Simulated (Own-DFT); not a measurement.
# How strain changes the stress of 4H SiC, 32 atoms (C16Si16)

These are calculations, not measurements. The program, named Own-DFT, is a retired in-house plane-wave density functional code that no person has reviewed. Each row is one single-point run on a periodic cell that was not relaxed, without spin or spin-orbit coupling.

Settings of every run: PBE; PseudoDojo norm-conserving scalar-relativistic files; cutoff 42 hartree; 5 x 5 x 3 k mesh centred on Gamma; Fermi-Dirac smearing of 0.1 eV.

Known limits: forces on such cells passed a denser k mesh, each cell not checked; stress not checked against mesh or cutoff.

Unstrained cell vectors in Å: (6.165, 0.000, 0.000); (-3.083, 5.339, 0.000); (0.000, 0.000, 10.068). The unstrained cell has measured lattice constants (interpolated for alloys), not those of this functional. That, the random moves and any unrelaxed bonds set the pressure at no strain. Each run strains this cell uniformly, with the atoms carried along. Every atom was also moved at random, by a Gaussian of width 0.05 Å on each axis. Strain is the symmetric tensor, in per cent. Stress is positive in tension, and the pressure is minus a third of its trace.

```
run,e_xx (%),e_yy (%),e_zz (%),e_yz (%),e_xz (%),e_xy (%),s_xx (GPa),s_yy (GPa),s_zz (GPa),s_yz (GPa),s_xz (GPa),s_xy (GPa),P (GPa),E (meV/atom)
1,-0.22,-1.90,0.78,-0.33,-1.51,-0.17,-8.98,-12.69,-4.82,-0.12,-6.23,0.31,8.83,60.9
2,-0.18,1.28,1.62,-1.34,-1.89,-0.74,-3.49,3.29,3.01,-3.23,-5.73,-1.10,-0.94,27.0
3,1.94,-1.58,-1.04,1.12,0.93,0.33,3.79,-13.09,-11.48,4.50,3.16,1.93,6.93,20.8
4,-1.39,1.32,-0.58,0.10,-0.36,-1.24,-10.65,2.30,-9.53,-0.89,-1.07,-6.88,5.96,0.0
5,0.13,0.99,-1.46,-0.58,-0.27,-0.84,-2.74,-1.29,-14.17,-0.70,-1.74,-3.16,6.06,23.2
6,1.16,-1.58,0.32,-1.38,-1.60,-0.54,0.63,-12.77,-3.74,-4.34,-6.12,-1.63,5.29,31.6
7,-0.25,-1.80,-0.62,-0.82,0.86,1.05,-8.49,-19.26,-11.34,-2.61,1.48,5.59,13.03,95.9
8,0.82,-0.59,0.86,1.03,-0.54,1.96,0.39,-8.23,-0.99,4.25,-0.26,7.93,2.94,39.9
9,-1.80,1.71,0.79,-1.25,0.04,0.70,-15.10,2.32,-1.11,-4.54,0.35,4.45,4.63,40.6
10,-1.19,-0.89,-0.90,0.26,-0.89,1.70,-16.31,-14.43,-8.34,0.41,-1.56,6.96,13.03,69.5
11,-1.37,1.75,-1.75,1.05,0.44,-0.61,-14.14,0.39,-15.16,2.55,0.82,-2.03,9.64,77.3
12,1.46,1.20,-0.86,0.16,-0.33,-1.69,3.74,1.24,-11.84,2.63,-0.39,-7.90,2.29,43.6
13,1.64,1.94,-1.90,-1.96,-1.67,-1.17,3.70,6.92,-17.38,-4.59,-5.14,-3.39,2.25,57.8
14,-1.73,-1.98,0.73,1.34,-1.61,0.43,-15.88,-20.76,-3.84,3.63,-6.97,4.29,13.49,83.6
15,0.36,-1.88,-1.60,-0.82,-0.46,-0.94,-7.11,-15.27,-15.84,-2.86,-1.11,-6.55,12.74,32.8
16,-1.09,0.57,1.41,-1.70,1.40,0.73,?,?,?,?,?,?,?,?
```

E is the free energy for each atom above the lowest run shown.

## Worked fit

Each stress component was fitted by least squares to a constant and the strains of the runs shown, as fractions, with shears doubled. Shear strains stay in the fit of a normal stress only where such slopes are resolved. The slopes, in GPa:

```
stress,at no strain,per e_xx,per e_yy,per e_zz,scatter
s_xx,-5.3,603 ± 31,102 ± 24,98 ± 35,1.39
s_yy,-5.6,144 ± 42,582 ± 33,91 ± 47,1.89
s_zz,-6.4,-9 ± 33,22 ± 25,540 ± 37,1.46
```

Each shear stress against twice its own strain: yz 162 ± 10, xz 153 ± 18, xy 227 ± 25 GPa. These are stiffnesses along x, y and z of the frame in which the cell vectors are given, which need not be the crystal's axes. The atoms are held to the strained lattice; where symmetry lets them move under strain, relaxing them would lower some slopes. The table should be nearly symmetric about its diagonal, and what it lacks of that shows the noise. A ninth of its sum, 242 ± 10 GPa, estimates the bulk modulus near the mean pressure of these runs, 7.1 GPa, so it lies above the value at zero pressure.

## Withheld run

Question: what normal stresses and pressure should run 16 give?

The fit gives s_xx = -9.9, s_yy = -2.5, s_zz = 1.5 and P = 3.7 GPa. The calculation gave -9.63, -1.89, 0.86 and P = 3.56 GPa.
